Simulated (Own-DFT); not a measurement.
SiC (2H silicon carbide, atoms displaced) (calculated)

Computed with Own-DFT development build. A calculation, not a measurement: plane-wave PBE density functional theory by an unreviewed code, no spin, of a simulated periodic cell, stress positive in tension, free energy of the whole cell less one offset for each atom, forces on such cells passed a denser k mesh, this cell's mesh not checked; offsets are fitted by least squares, one for each functional and potential file, so energies compare only between cells with the same atoms and settings and are not formation energies; the far tail of each file's local potential was reset to the Coulomb form; each entry is a single point on an unrelaxed cell, so the pressure reflects the starting lattice, mostly measured values (interpolated for alloys), from which strain is counted, and rises with the displacements; printed positions are rounded, which can move forces by about a meV/angstrom; the program, named Own-DFT, is a retired in-house code; no spin-orbit coupling.

```cif
# cell vector a (Å): 9.2481 0.0000 0.0000
# cell vector b (Å): -4.6241 8.0091 0.0000
# cell vector c (Å): 0.0000 0.0000 10.0681
data_SiC
_symmetry_space_group_name_H-M 'P 1'
_symmetry_Int_Tables_number 1
_cell_length_a 9.2481
_cell_length_b 9.2481
_cell_length_c 10.0681
_cell_angle_alpha 90.000
_cell_angle_beta 90.000
_cell_angle_gamma 120.000
_cell_volume 745.73
loop_
_atom_site_label
_atom_site_type_symbol
_atom_site_fract_x
_atom_site_fract_y
_atom_site_fract_z
_atom_site_occupancy
Si1 Si 0.00183 0.00142 0.00220 1
Si2 Si 0.10600 0.22180 0.24618 1
C1 C 0.00316 0.99911 0.18714 1
C2 C 0.10630 0.21377 0.43909 1
Si3 Si 0.99493 0.99158 0.50014 1
Si4 Si 0.10779 0.21984 0.75180 1
C3 C 0.99841 0.00132 0.69187 1
C4 C 0.11525 0.22353 0.94098 1
Si5 Si 0.99867 0.33397 0.00278 1
Si6 Si 0.11429 0.56097 0.24894 1
C5 C 0.00061 0.32986 0.18520 1
C6 C 0.11447 0.56298 0.43684 1
Si7 Si 0.99703 0.33587 0.50443 1
Si8 Si 0.10788 0.55884 0.74962 1
C7 C 0.99596 0.33164 0.68798 1
C8 C 0.10523 0.55578 0.94049 1
Si9 Si 0.00379 0.66170 0.99437 1
Si10 Si 0.11017 0.88693 0.25375 1
C9 C 0.99786 0.66092 0.18484 1
C10 C 0.11271 0.89079 0.43675 1
Si11 Si 0.99975 0.66944 0.50082 1
Si12 Si 0.11600 0.89165 0.74492 1
C11 C 0.99621 0.67186 0.69048 1
C12 C 0.11189 0.89446 0.93536 1
Si13 Si 0.33590 0.00130 0.00379 1
Si14 Si 0.44337 0.21749 0.25559 1
C13 C 0.33349 0.00392 0.18871 1
C14 C 0.43999 0.21964 0.43913 1
Si15 Si 0.33149 0.00352 0.50464 1
Si16 Si 0.44842 0.22762 0.74910 1
C15 C 0.32993 0.99800 0.68842 1
C16 C 0.44659 0.22678 0.94198 1
Si17 Si 0.33181 0.33358 0.99800 1
Si18 Si 0.44895 0.55669 0.24975 1
C17 C 0.33171 0.33282 0.18362 1
C18 C 0.43932 0.55402 0.43681 1
Si19 Si 0.33013 0.32384 0.50064 1
Si20 Si 0.44823 0.56212 0.75408 1
C19 C 0.33515 0.33463 0.69185 1
C20 C 0.43677 0.55355 0.93678 1
Si21 Si 0.32960 0.66529 0.00260 1
Si22 Si 0.44783 0.89602 0.24973 1
C21 C 0.32751 0.66785 0.18824 1
C22 C 0.44495 0.89047 0.43536 1
Si23 Si 0.34009 0.66778 0.50670 1
Si24 Si 0.44602 0.89008 0.75035 1
C23 C 0.33371 0.66664 0.68887 1
C24 C 0.43942 0.88744 0.93980 1
Si25 Si 0.67184 0.00340 0.00068 1
Si26 Si 0.77845 0.21963 0.24717 1
C25 C 0.66882 0.00367 0.18530 1
C26 C 0.78074 0.21860 0.43906 1
Si27 Si 0.65749 0.99497 0.49758 1
Si28 Si 0.77557 0.22265 0.75161 1
C27 C 0.66992 0.99735 0.68587 1
C28 C 0.77552 0.21773 0.93876 1
Si29 Si 0.66824 0.33386 0.99581 1
Si30 Si 0.77718 0.55518 0.24838 1
C29 C 0.66723 0.33129 0.19099 1
C30 C 0.77724 0.55924 0.43860 1
Si31 Si 0.67184 0.33613 0.50031 1
Si32 Si 0.77115 0.55042 0.74663 1
C31 C 0.67160 0.33187 0.68387 1
C32 C 0.78574 0.55996 0.94065 1
Si33 Si 0.66546 0.66769 0.99987 1
Si34 Si 0.77968 0.88718 0.24985 1
C33 C 0.66500 0.67114 0.18358 1
C34 C 0.78461 0.88946 0.43939 1
Si35 Si 0.66996 0.66318 0.50153 1
Si36 Si 0.77836 0.88664 0.74887 1
C35 C 0.67305 0.67149 0.68449 1
C36 C 0.77459 0.89280 0.94236 1
_calc_functional 'PBE'
_calc_potential_files 'PseudoDojo norm-conserving, scalar-relativistic, standard set'
_calc_wave_cutoff 42  # hartree
_calc_occupations 'Fermi-Dirac'
_calc_smearing_width 0.1  # eV
_calc_hardware 'one NVIDIA H100'
_calc_k_mesh '4 x 4 x 3 centred on Gamma'
_calc_free_energy_of_cell_above_offsets '-10.274'  # eV
_calc_pressure 3.89  # GPa
_calc_stress_xx -3.46  # GPa
_calc_stress_yy -2.39  # GPa
_calc_stress_zz -5.81  # GPa
_calc_stress_yz -0.26  # GPa
_calc_stress_xz 0.3  # GPa
_calc_stress_xy 0.39  # GPa
_calc_wall_time 356.3  # s
```

Force:
```tsv
element	x (eV/Å)	y (eV/Å)	z (eV/Å)
Si	-0.102	-0.335	-0.544
Si	1.595	-0.224	1.083
C	-0.532	-0.223	0.404
C	-0.311	1.004	-0.101
Si	0.418	1.789	0.603
Si	0.338	0.681	0.081
C	0.714	-0.407	-0.934
C	-1.425	-0.172	-0.617
Si	0.503	-0.353	-0.895
Si	-0.384	-1.314	0.521
C	-0.973	1.035	0.728
C	0.124	-0.819	0.863
Si	1.36	-0.263	-1.315
Si	0.357	-0.543	0.086
C	0.239	0.738	0.935
C	2.242	-1.032	-1.275
Si	-1.98	2.634	1.371
Si	0.197	-0.109	-1.381
C	-0.34	1.007	0.308
C	-0.017	-0.433	0.915
Si	0.492	-0.074	-0.145
Si	-1.678	0.063	1.792
C	0.713	-0.871	-0.778
C	0.913	-0.859	0.281
Si	-0.982	0.206	-0.82
Si	-0.634	1.268	-1.447
C	0.192	-0.876	0.49
C	1.39	0.417	0.503
Si	0.795	-0.869	-1.018
Si	-0.211	-0.89	0.707
C	1.262	1.079	-0.073
C	0.441	-0.433	-1.197
Si	0.525	0.122	0.54
Si	-1.58	-0.438	-0.228
C	0.412	0.153	1.199
C	1.577	-0.367	0.597
Si	-1.44	1.447	0.111
Si	0.013	-0.898	-1.081
C	-0.269	0.261	-0.583
C	1.05	0.714	0.573
Si	-0.182	0.396	-0.239
Si	-0.165	-1.007	-0.454
C	1.742	0.623	0.04
C	-0.748	-0.306	0.748
Si	-1.333	-0.017	-1.811
Si	0.028	-0.034	0.307
C	-0.308	0.264	0.706
C	1.004	0.299	-0.201
Si	-1.612	-0.962	-0.033
Si	0.029	0.821	0.854
C	0.31	-0.828	0.734
C	-1.15	0.369	-0.486
Si	2.096	0.78	0.375
Si	1.101	-0.928	-0.313
C	-1.194	0.277	0.352
C	-0.011	1.141	-0.419
Si	-0.198	0.246	1.437
Si	-0.091	-0.042	-0.21
C	-0.346	0.104	-0.465
C	1.041	-0.867	-0.434
Si	-0.224	-0.808	-1.198
Si	0.847	1.142	1.104
C	-1.226	0.151	0.774
C	-1.611	-0.94	-1.196
Si	0.028	0.015	-0.494
Si	-0.2	0.777	0.042
C	0.876	-0.764	0.943
C	-2.09	-1.254	-0.635
Si	-1.892	0.807	-0.921
Si	-0.042	0.79	0.904
C	-0.844	-1.23	1.119
C	1.365	-0.831	-1.189
```
